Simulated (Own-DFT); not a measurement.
# Same atoms, different arrangement: Ga48P48, 96 atoms

Calculated results; nothing here was measured. The program, named Own-DFT, is a retired in-house plane-wave density functional code that no person has reviewed. Each row is one single-point run on a periodic cell that was not relaxed, without spin or spin-orbit coupling.

Settings of every run: PBE; PseudoDojo norm-conserving scalar-relativistic files; cutoff 42 hartree; 2 x 3 x 3 k mesh centred on Gamma; Fermi-Dirac smearing of 0.1 eV.

Known limits, some of them of some rows only: not probed for a lower state with spin; forces on such cells failed a check on a denser k mesh; forces on such cells passed a denser k mesh, each cell not checked; stress not checked against mesh or cutoff.

All cells hold the same atoms in the same cell, with vectors in Å (16.352, 0.000, 0.000); (0.000, 10.901, 0.000); (0.000, 0.000, 10.901). Every atom was moved at random from its ideal site; u is the rms move along one axis. The defect's site can differ from row to row. E is the free energy of the cell above the lowest run. The arrangements:

- A: zincblende GaP
- B: zincblende GaP, with one Ga on a P site and one P on a Ga site, 2.4 Å apart

| arrangement | u (Å) | E (eV) | P (GPa) |
|---|---|---|---|
| A | 0.0200 | 0.000 | 2.72 |
| A | 0.0213 | 0.102 | 2.72 |
| A | 0.0214 | 0.084 | 2.72 |
| A | 0.0476 | 3.067 | 3.17 |
| A | 0.0491 | 3.455 | 3.23 |
| A | 0.0504 | 3.871 | 3.28 |
| B | 0.0292 | 3.950 | 2.94 |
| B | 0.0296 | 3.789 | 2.93 |
| B | 0.0309 | 4.100 | 2.95 |
| B | 0.0486 | 6.345 | 3.30 |
| B | 0.0489 | 5.951 | 3.24 |
| B | 0.0516 | 7.047 | 3.44 |

Question: once the cost of the random moves is taken out, how do the arrangements rank?

## Worked answer

Fit E = a + b u², with one b for all and one a for each arrangement, and with residuals divided by u², since the noise grows with the moves. Then b = 1678 eV/Å², the scatter at u = 0.04 Å is 0.16 eV, and against A:

- B: 3.09 ± 0.06 eV (higher)

These are energies of unrelaxed cells. Relaxing the atoms lowers the strained arrangements most, so the gaps would shrink and small ones could change sign.
